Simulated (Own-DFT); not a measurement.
Simulation results for GaN (wurtzite, atoms displaced)

Computed with Own-DFT development build. A calculation, not a measurement: plane-wave PBE density functional theory by an unreviewed code, no spin, of a simulated periodic cell, stress positive in tension, free energy of the whole cell less one offset for each atom, forces on such cells passed a denser k mesh, this cell's mesh not checked; offsets are fitted by least squares, one for each functional and potential file, so energies compare only between cells with the same atoms and settings and are not formation energies; the far tail of each file's local potential was reset to the Coulomb form; each entry is a single point on an unrelaxed cell, so the pressure reflects the starting lattice, mostly measured values (interpolated for alloys), from which strain is counted, and rises with the displacements; printed positions are rounded, which can move forces by about a meV/angstrom; the program, named Own-DFT, is a retired in-house code; no spin-orbit coupling.

Common to all runs: functional PBE; potential files PseudoDojo norm-conserving, scalar-relativistic, standard set with the stringent files for Ga; wave cutoff 96 hartree; occupations Gaussian; smearing width 0.01 eV; k mesh 3 x 4 x 3 centred on Gamma.

```yaml
- entry: 1
  formula: GaN
  kind: "wurtzite, atoms displaced"
  structure:
    cell_angstrom: [[12.756, 0.0, 0.0], [-4.7835, 8.2853, 0.0], [0.0, 0.0, 10.37]]
    atoms_fractional:
      - [Ga, 0.08491, 0.22299, 0.99807]
      - [Ga, 0.16689, 0.1136, 0.25057]
      - ["N", 0.08746, 0.22155, 0.18993]
      - ["N", 0.1685, 0.11302, 0.43535]
      - [Ga, 0.08461, 0.22058, 0.50124]
      - [Ga, 0.16924, 0.11175, 0.74746]
      - ["N", 0.0803, 0.21736, 0.68842]
      - ["N", 0.16971, 0.11184, 0.94066]
      - [Ga, 0.08263, 0.55298, 0.00268]
      - [Ga, 0.16539, 0.44502, 0.2524]
      - ["N", 0.08205, 0.55469, 0.18793]
      - ["N", 0.16393, 0.44439, 0.44197]
      - [Ga, 0.08405, 0.55875, 0.49947]
      - [Ga, 0.16328, 0.44275, 0.74759]
      - ["N", 0.08411, 0.55531, 0.68847]
      - ["N", 0.16655, 0.44184, 0.93639]
      - [Ga, 0.08263, 0.8883, 0.00153]
      - [Ga, 0.16672, 0.77816, 0.25044]
      - ["N", 0.08343, 0.89066, 0.18685]
      - ["N", 0.16653, 0.77646, 0.43701]
      - [Ga, 0.08337, 0.88605, 0.5017]
      - [Ga, 0.16843, 0.78001, 0.74805]
      - ["N", 0.08418, 0.88617, 0.69357]
      - ["N", 0.16611, 0.77539, 0.94071]
      - [Ga, 0.33444, 0.2205, 0.99965]
      - [Ga, 0.41643, 0.10841, 0.24961]
      - ["N", 0.33595, 0.22515, 0.18798]
      - ["N", 0.41424, 0.11207, 0.44013]
      - [Ga, 0.33227, 0.22113, 0.49871]
      - [Ga, 0.41595, 0.1125, 0.74986]
      - ["N", 0.33083, 0.21863, 0.68716]
      - ["N", 0.4188, 0.11116, 0.93993]
      - [Ga, 0.33228, 0.55445, 0.0]
      - [Ga, 0.41944, 0.44514, 0.24735]
      - ["N", 0.33159, 0.55842, 0.19146]
      - ["N", 0.41937, 0.44921, 0.43952]
      - [Ga, 0.33127, 0.55129, 0.50189]
      - [Ga, 0.41749, 0.44563, 0.74796]
      - ["N", 0.33387, 0.55036, 0.68779]
      - ["N", 0.4181, 0.44782, 0.93865]
      - [Ga, 0.33317, 0.88807, 0.00246]
      - [Ga, 0.41628, 0.78056, 0.25178]
      - ["N", 0.33283, 0.88902, 0.18791]
      - ["N", 0.41611, 0.77453, 0.44104]
      - [Ga, 0.33478, 0.89117, 0.49982]
      - [Ga, 0.41673, 0.77758, 0.75249]
      - ["N", 0.3316, 0.88764, 0.6854]
      - ["N", 0.41721, 0.7768, 0.93462]
      - [Ga, 0.584, 0.22063, 0.99952]
      - [Ga, 0.66591, 0.11172, 0.25125]
      - ["N", 0.58465, 0.22593, 0.1866]
      - ["N", 0.66561, 0.10987, 0.43623]
      - [Ga, 0.58331, 0.22305, 0.4982]
      - [Ga, 0.66499, 0.11296, 0.75071]
      - ["N", 0.58012, 0.21751, 0.69043]
      - ["N", 0.66987, 0.1133, 0.94051]
      - [Ga, 0.58327, 0.55477, 0.00054]
      - [Ga, 0.66767, 0.44214, 0.24966]
      - ["N", 0.58262, 0.55433, 0.19019]
      - ["N", 0.66435, 0.44521, 0.43632]
      - [Ga, 0.58343, 0.55629, 0.50104]
      - [Ga, 0.66661, 0.44433, 0.74808]
      - ["N", 0.58577, 0.55561, 0.68715]
      - ["N", 0.66416, 0.44503, 0.93932]
      - [Ga, 0.5834, 0.88849, 8.0e-05]
      - [Ga, 0.67082, 0.77921, 0.2485]
      - ["N", 0.58326, 0.89047, 0.18983]
      - ["N", 0.6657, 0.77397, 0.43982]
      - [Ga, 0.58244, 0.8858, 0.49932]
      - [Ga, 0.66539, 0.77717, 0.74886]
      - ["N", 0.5828, 0.89285, 0.69007]
      - ["N", 0.66697, 0.78246, 0.93974]
      - [Ga, 0.82985, 0.21921, 0.99906]
      - [Ga, 0.91589, 0.11285, 0.2475]
      - ["N", 0.83374, 0.22233, 0.18808]
      - ["N", 0.91473, 0.11144, 0.43533]
      - [Ga, 0.83532, 0.2232, 0.50228]
      - [Ga, 0.91842, 0.11285, 0.74684]
      - ["N", 0.83538, 0.22168, 0.69014]
      - ["N", 0.91774, 0.11098, 0.93709]
      - [Ga, 0.83325, 0.55697, 0.00298]
      - [Ga, 0.91769, 0.4452, 0.24849]
      - ["N", 0.83485, 0.55856, 0.18774]
      - ["N", 0.9136, 0.44531, 0.43942]
      - [Ga, 0.83373, 0.55206, 0.4989]
      - [Ga, 0.91705, 0.44491, 0.75265]
      - ["N", 0.83264, 0.55402, 0.68565]
      - ["N", 0.91599, 0.44723, 0.93257]
      - [Ga, 0.83301, 0.88836, 0.00161]
      - [Ga, 0.91662, 0.77453, 0.24985]
      - ["N", 0.83174, 0.88693, 0.18967]
      - ["N", 0.91767, 0.7785, 0.43512]
      - [Ga, 0.83426, 0.88781, 0.49974]
      - [Ga, 0.91784, 0.7802, 0.7506]
      - ["N", 0.83271, 0.88622, 0.68806]
      - ["N", 0.91885, 0.77576, 0.93724]
  results:
    "free_energy_of_cell_above_offsets [eV]": "-10.383"
    "pressure [GPa]": 5.41
    "stress_xx [GPa]": -5.77
    "stress_yy [GPa]": -4.61
    "stress_zz [GPa]": -5.86
    "stress_yz [GPa]": -0.01
    "stress_xz [GPa]": 0.09
    "stress_xy [GPa]": 0.15
    force_element: [Ga, Ga, "N", "N", Ga, Ga, "N", "N", Ga, Ga, "N", "N", Ga, Ga, "N", "N", Ga, Ga, "N", "N", Ga, Ga, "N", "N", Ga, Ga, "N", "N", Ga, Ga, "N", "N", Ga, Ga, "N", "N", Ga, Ga, "N", "N", Ga, Ga, "N", "N", Ga, Ga, "N", "N", Ga, Ga, "N", "N", Ga, Ga, "N", "N", Ga, Ga, "N", "N", Ga, Ga, "N", "N", Ga, Ga, "N", "N", Ga, Ga, "N", "N", Ga, Ga, "N", "N", Ga, Ga, "N", "N", Ga, Ga, "N", "N", Ga, Ga, "N", "N", Ga, Ga, "N", "N", Ga, Ga, "N", "N"]
    "force_x [eV/angstrom]": [0.045, 0.739, -1.281, -0.215, -0.599, -0.584, 0.743, -0.313, -0.088, 0.324, 0.172, 0.285, -0.288, 0.705, -0.368, -0.279, 0.394, -0.305, 0.162, 0.047, -0.207, 0.236, -0.43, 0.151, -0.015, -0.206, -0.061, 0.664, -0.01, 0.009, 0.431, -0.186, 0.029, -0.764, 0.396, -0.265, 0.049, 0.345, -0.794, 0.002, 0.002, 0.447, 0.018, -0.394, 0.132, -0.23, 0.41, -0.249, -0.072, 0.145, 0.09, 0.105, -0.013, 0.721, 0.046, -0.884, -0.259, -0.441, 0.585, 0.606, 0.054, 0.24, -0.521, 0.726, -0.287, -1.115, 0.123, 0.138, 0.057, 0.037, 0.343, 0.459, 1.091, 0.644, -0.303, 0.555, -0.436, -0.38, -0.686, -0.107, -0.059, -0.311, 0.053, 1.106, -1.016, -0.087, 0.115, 0.187, 0.292, -0.052, 0.742, 0.152, -0.273, -0.087, -0.06, -0.77]
    "force_y [eV/angstrom]": [-0.326, -0.345, 0.425, -0.547, -0.055, -0.284, 0.457, -0.199, 0.042, -0.227, 0.133, -0.191, -0.522, -0.001, 0.223, 0.35, 0.125, 0.077, -0.176, 0.392, 0.37, -0.663, 0.461, 0.172, 0.52, 0.7, -0.505, -0.159, 0.726, -0.583, 0.667, -0.277, 0.109, 0.199, -0.214, -0.845, 0.333, -0.365, 0.558, -0.51, -0.145, -0.381, -0.03, 0.293, -0.403, -0.201, 0.238, 0.155, 0.422, 0.046, -0.737, 0.155, -0.131, -0.088, 0.791, -0.539, 0.437, 0.522, 0.437, -0.188, -0.132, -0.115, -0.053, -0.099, 0.146, -0.486, -0.187, 0.673, 0.275, 0.316, -0.498, -0.686, 0.794, -0.177, 0.237, -0.063, -0.171, -0.844, 0.132, 0.007, -0.279, -0.233, -0.675, -0.302, 0.632, 0.122, 0.201, -0.446, 0.085, 0.845, 0.451, -0.231, 0.056, -0.656, 0.359, 0.302]
    "force_z [eV/angstrom]": [0.335, -0.387, -0.435, 0.782, -0.46, 0.864, -0.185, -0.628, -0.849, -0.004, 0.345, -0.315, 0.296, 0.198, -0.198, 0.11, -0.395, -0.333, 0.539, 0.135, -0.141, 0.853, -0.991, -0.268, 0.112, 0.082, 0.122, -0.506, -0.041, 0.184, -0.034, -0.315, 0.197, 0.619, -0.413, -0.278, -0.335, 0.408, 0.288, -0.18, -0.701, 0.137, 0.338, -0.227, -0.102, -0.986, 0.54, 1.077, -0.03, -0.364, 0.275, 0.672, 0.24, 0.086, -0.55, -0.483, 0.101, -0.011, -0.397, 0.312, -0.272, 0.392, 0.302, -0.267, 0.216, 0.525, -0.154, -0.295, 0.167, 0.253, -0.279, -0.28, -0.016, 0.141, -0.193, 0.43, -0.259, 0.663, -0.185, 0.195, -0.869, 0.368, 0.208, -0.548, 0.12, -1.066, 0.343, 1.743, -0.441, -0.088, -0.289, 0.652, -0.168, -0.071, -0.024, 0.335]
- entry: 2
  formula: GaN
  kind: "wurtzite, atoms displaced"
  structure:
    cell_angstrom: [[12.756, 0.0, 0.0], [-4.7835, 8.2853, 0.0], [0.0, 0.0, 10.37]]
    atoms_fractional:
      - [Ga, 0.08108, 0.22423, 0.00301]
      - [Ga, 0.16538, 0.11357, 0.25091]
      - ["N", 0.0842, 0.22611, 0.1855]
      - ["N", 0.16633, 0.1107, 0.43878]
      - [Ga, 0.08505, 0.22299, 0.5007]
      - [Ga, 0.17068, 0.11088, 0.75094]
      - ["N", 0.0862, 0.22379, 0.68604]
      - ["N", 0.16541, 0.10865, 0.93908]
      - [Ga, 0.08267, 0.55491, 0.00045]
      - [Ga, 0.16383, 0.44061, 0.24626]
      - ["N", 0.08035, 0.55551, 0.18816]
      - ["N", 0.16705, 0.44323, 0.43602]
      - [Ga, 0.07902, 0.55275, 0.50252]
      - [Ga, 0.16462, 0.44041, 0.75135]
      - ["N", 0.08686, 0.56098, 0.69221]
      - ["N", 0.16608, 0.44239, 0.93647]
      - [Ga, 0.08125, 0.88936, 0.00013]
      - [Ga, 0.16597, 0.78242, 0.24993]
      - ["N", 0.08364, 0.89157, 0.1888]
      - ["N", 0.16767, 0.77603, 0.43789]
      - [Ga, 0.08391, 0.89209, 0.49884]
      - [Ga, 0.1683, 0.7785, 0.75072]
      - ["N", 0.08509, 0.88854, 0.6905]
      - ["N", 0.16741, 0.7819, 0.93905]
      - [Ga, 0.33448, 0.2232, 0.9999]
      - [Ga, 0.41692, 0.11223, 0.25001]
      - ["N", 0.33219, 0.2201, 0.18538]
      - ["N", 0.41857, 0.11306, 0.43689]
      - [Ga, 0.33558, 0.22534, 0.50096]
      - [Ga, 0.41525, 0.10936, 0.75143]
      - ["N", 0.33411, 0.22213, 0.68919]
      - ["N", 0.41539, 0.10887, 0.93762]
      - [Ga, 0.33477, 0.55515, 0.00092]
      - [Ga, 0.41603, 0.44647, 0.25121]
      - ["N", 0.33539, 0.55557, 0.19182]
      - ["N", 0.41748, 0.44529, 0.43741]
      - [Ga, 0.33681, 0.55723, 0.50022]
      - [Ga, 0.41343, 0.44218, 0.75196]
      - ["N", 0.33506, 0.55806, 0.68877]
      - ["N", 0.41392, 0.44543, 0.93619]
      - [Ga, 0.33409, 0.88583, 0.00344]
      - [Ga, 0.41776, 0.77785, 0.24502]
      - ["N", 0.33479, 0.88822, 0.1877]
      - ["N", 0.41724, 0.77453, 0.4396]
      - [Ga, 0.33381, 0.88777, 0.49859]
      - [Ga, 0.41898, 0.77565, 0.74625]
      - ["N", 0.33287, 0.8895, 0.68585]
      - ["N", 0.41508, 0.77679, 0.93675]
      - [Ga, 0.58047, 0.22082, 0.99723]
      - [Ga, 0.66429, 0.10947, 0.24722]
      - ["N", 0.58322, 0.22104, 0.18835]
      - ["N", 0.66513, 0.10717, 0.43517]
      - [Ga, 0.58263, 0.22219, 0.49836]
      - [Ga, 0.66828, 0.1138, 0.75215]
      - ["N", 0.58243, 0.22064, 0.68788]
      - ["N", 0.66499, 0.11149, 0.93835]
      - [Ga, 0.58181, 0.55773, 0.99977]
      - [Ga, 0.66783, 0.44545, 0.2533]
      - ["N", 0.58129, 0.55308, 0.19038]
      - ["N", 0.66681, 0.44581, 0.43949]
      - [Ga, 0.5825, 0.55469, 0.49863]
      - [Ga, 0.66774, 0.44976, 0.75006]
      - ["N", 0.58204, 0.55555, 0.68692]
      - ["N", 0.66662, 0.44293, 0.93845]
      - [Ga, 0.58511, 0.88676, 0.99749]
      - [Ga, 0.66656, 0.77582, 0.2512]
      - ["N", 0.58299, 0.88838, 0.18798]
      - ["N", 0.66726, 0.77944, 0.43798]
      - [Ga, 0.58255, 0.88791, 0.49891]
      - [Ga, 0.6684, 0.78165, 0.74992]
      - ["N", 0.5822, 0.88974, 0.68606]
      - ["N", 0.66551, 0.77872, 0.93641]
      - [Ga, 0.83506, 0.22347, 2.0e-05]
      - [Ga, 0.91944, 0.11362, 0.24876]
      - ["N", 0.83286, 0.22185, 0.18734]
      - ["N", 0.9163, 0.11021, 0.44092]
      - [Ga, 0.83398, 0.22429, 0.50145]
      - [Ga, 0.91453, 0.11, 0.74997]
      - ["N", 0.83107, 0.22443, 0.69126]
      - ["N", 0.91685, 0.11595, 0.93707]
      - [Ga, 0.83197, 0.55415, 0.99893]
      - [Ga, 0.91669, 0.44379, 0.24997]
      - ["N", 0.83195, 0.5527, 0.18821]
      - ["N", 0.91483, 0.44732, 0.43629]
      - [Ga, 0.83789, 0.56195, 0.501]
      - [Ga, 0.91694, 0.4503, 0.74927]
      - ["N", 0.83346, 0.55738, 0.6883]
      - ["N", 0.91451, 0.44613, 0.93974]
      - [Ga, 0.83489, 0.89305, 0.99697]
      - [Ga, 0.914, 0.77461, 0.24934]
      - ["N", 0.8351, 0.88903, 0.19012]
      - ["N", 0.91896, 0.7774, 0.4355]
      - [Ga, 0.83114, 0.88305, 0.49919]
      - [Ga, 0.91319, 0.77682, 0.75016]
      - ["N", 0.83595, 0.89244, 0.68991]
      - ["N", 0.91682, 0.77949, 0.93572]
  results:
    "free_energy_of_cell_above_offsets [eV]": "-10.420"
    "pressure [GPa]": 5.37
    "stress_xx [GPa]": -4.94
    "stress_yy [GPa]": -5.18
    "stress_zz [GPa]": -5.98
    "stress_yz [GPa]": -0.03
    "stress_xz [GPa]": 0.03
    "stress_xy [GPa]": 0.29
    force_element: [Ga, Ga, "N", "N", Ga, Ga, "N", "N", Ga, Ga, "N", "N", Ga, Ga, "N", "N", Ga, Ga, "N", "N", Ga, Ga, "N", "N", Ga, Ga, "N", "N", Ga, Ga, "N", "N", Ga, Ga, "N", "N", Ga, Ga, "N", "N", Ga, Ga, "N", "N", Ga, Ga, "N", "N", Ga, Ga, "N", "N", Ga, Ga, "N", "N", Ga, Ga, "N", "N", Ga, Ga, "N", "N", Ga, Ga, "N", "N", Ga, Ga, "N", "N", Ga, Ga, "N", "N", Ga, Ga, "N", "N", Ga, Ga, "N", "N", Ga, Ga, "N", "N", Ga, Ga, "N", "N", Ga, Ga, "N", "N"]
    "force_x [eV/angstrom]": [0.828, 0.475, 0.057, 0.299, -0.323, -0.854, -0.336, -0.249, -0.089, 0.039, 0.605, -0.213, 0.938, 0.246, -0.387, -0.07, 0.44, 0.513, -0.442, -0.502, 0.624, 0.038, -0.637, 0.164, -0.314, 0.044, -0.151, -0.477, -0.037, 0.463, 0.088, -0.152, -0.687, 0.374, -0.753, 0.009, -0.784, 0.368, -0.257, 0.75, -0.468, -0.135, -0.402, -0.23, 0.033, -0.899, 0.422, 0.549, 0.266, 0.395, -0.286, 0.071, 0.524, -0.725, -0.046, 0.509, 0.413, -0.16, 0.243, 0.393, 0.112, -0.182, -0.052, -0.622, -1.022, -0.113, 0.46, 0.06, 0.018, -0.367, 0.737, 0.731, -0.905, -0.629, 0.188, 0.103, -0.317, 0.499, 0.754, 0.242, -0.189, -0.285, -0.025, 0.373, -0.664, 0.516, -0.15, 0.546, 0.008, 0.517, -0.411, -0.434, 0.177, 1.027, -0.445, -0.375]
    "force_y [eV/angstrom]": [-0.286, -0.143, -0.698, 0.408, 0.063, -0.211, -0.526, 0.702, 0.438, 1.295, 0.238, 0.217, 0.327, 0.575, -1.026, 0.328, -0.022, -0.542, -0.1, 0.142, -0.443, 0.451, -0.053, -0.556, -0.381, -0.067, 0.434, -0.271, -0.433, -0.051, 0.186, 0.048, 0.189, -0.749, -0.158, -0.198, -0.412, 0.392, -0.782, -0.199, 0.276, -0.034, 0.076, 0.479, 0.064, 0.54, -0.123, -0.083, 0.063, 0.119, 0.383, 0.629, -0.07, -0.335, 0.506, -0.147, -0.474, -0.431, 0.292, 0.162, 0.22, -0.929, 0.312, 0.427, 0.503, 0.331, -0.212, -0.493, 0.237, -0.437, 0.286, -0.116, 0.154, -0.324, -0.09, 0.014, -0.409, 0.921, 0.274, -0.493, 0.362, -0.109, 0.281, -0.449, -0.723, -0.379, 0.152, -0.116, -0.35, 0.13, 0.137, 0.311, 0.821, 0.511, -0.486, -0.288]
    "force_z [eV/angstrom]": [-1.134, -0.218, 0.477, -0.172, -0.193, 0.064, 0.621, 0.083, -0.306, 0.761, -0.026, 0.242, -0.334, -0.443, -0.486, 0.701, -0.023, 0.019, -0.015, 0.059, 0.476, 0.194, -0.479, 0.234, -0.194, -0.2, 0.65, 0.135, -0.164, -0.381, -0.18, 0.238, 0.026, -0.163, -0.804, 0.185, -0.024, -0.613, -0.148, 0.528, -0.727, 0.992, 0.472, -0.677, -0.009, 0.447, 0.282, 0.079, 0.464, 0.2, -0.246, 0.344, 0.318, -0.321, 0.108, 0.248, 0.096, -0.481, -0.402, 0.157, 0.215, -0.205, 0.299, -0.071, 0.33, -0.294, -0.379, 0.124, -0.037, -0.554, 0.326, 0.154, -0.015, 0.597, 0.165, -0.318, -0.281, -0.366, -0.403, 0.082, 0.334, -0.23, -0.084, 0.521, -0.171, 0.454, -0.147, -0.404, 0.522, -0.304, -0.599, 0.426, 0.01, -0.108, -0.447, 0.52]
```
